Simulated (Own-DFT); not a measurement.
# What a change of functional does to the pressure

These are calculations, not measurements. The program, named Own-DFT, is a retired in-house plane-wave density functional code that no person has reviewed. Each row is one single-point run on a periodic cell that was not relaxed, without spin or spin-orbit coupling.

Known limits, some of them of some rows only: not probed for a lower state with spin; hafnium file: forces about 75 meV/angstrom off all-electron values; oxygen file: force components 24 meV/angstrom off all-electron in a glass; forces on such cells failed a check on a denser k mesh; forces on such cells moved up to 12 meV/angstrom on a denser k mesh; forces on such cells passed a denser k mesh, each cell not checked; stress not checked against mesh or cutoff.

Each cell was run twice at the same cutoff, k mesh and smearing, with PBE and with PBEsol, on PseudoDojo norm-conserving files made for PBE. Atoms were moved at random from their sites; u is the rms move along one axis. Files made for PBEsol would give a somewhat different change.

| cell | atoms | volume (Å³/atom) | u (Å) | cutoff (hartree) | P with PBE (GPa) | P with PBEsol (GPa) | change (GPa) |
|---|---|---|---|---|---|---|---|
| C40 NbSi2 with two Nb on a Si site each (Nb14Si22) | 36 | 14.64 | 0.027 | 42 | 7.46 | 3.41 | -4.05 |
| C40 NbSi2 with two Nb on a Si site each (Nb14Si22) | 36 | 14.64 | 0.031 | 42 | 7.80 | 3.75 | -4.05 |
| C40 NbSi2 with two Nb on a Si site each (Nb14Si22) | 36 | 14.64 | 0.029 | 42 | 7.52 | 3.47 | -4.05 |
| C49 TiSi2 (Si40Ti20) | 60 | 13.40 | 0.049 | 42 | 12.54 | 8.98 | -3.56 |
| C49 TiSi2 (Si40Ti20) | 60 | 14.18 | 0.102 | 42 | 8.26 | 4.95 | -3.31 |
| C49 TiSi2 (Si40Ti20) | 60 | 13.83 | 0.046 | 42 | 7.06 | 3.64 | -3.42 |
| diamond-structure SiGe in clusters (Ge16Si48) | 64 | 20.66 | 0.032 | 42 | 2.51 | 0.73 | -1.79 |
| diamond-structure SiGe in clusters (Ge16Si48) | 64 | 20.66 | 0.058 | 42 | 2.99 | 1.20 | -1.80 |
| diamond-structure SiGe in clusters (Ge16Si48) | 64 | 20.66 | 0.055 | 42 | 2.88 | 1.08 | -1.79 |
| monoclinic HfO2 with one O vacancy (Hf32O63) | 95 | 11.65 | 0.030 | 72 | 3.71 | -2.67 | -6.38 |
| monoclinic HfO2 with one O vacancy (Hf32O63) | 95 | 11.65 | 0.031 | 72 | 4.11 | -2.28 | -6.39 |
| monoclinic HfO2 with one O vacancy (Hf32O63) | 95 | 11.65 | 0.049 | 72 | 5.65 | ? | ? |

## Worked reading

Mean change of pressure by composition, in GPa: Hf32O63, -6.38; Nb7Si11, -4.05; Si2Ti, -3.43; GeSi3, -1.79. At a fixed cell PBEsol gives the lower pressure, because it favours a smaller volume than PBE. Here the change varies more between materials than between cells of one material.

## Withheld value

Question: what PBEsol pressure should the Hf32O63 cell with the blank give?

Adding the mean change of the cells with its composition, -6.38 GPa, to 5.65 gives -0.7 GPa. The calculation gave -0.74 GPa.
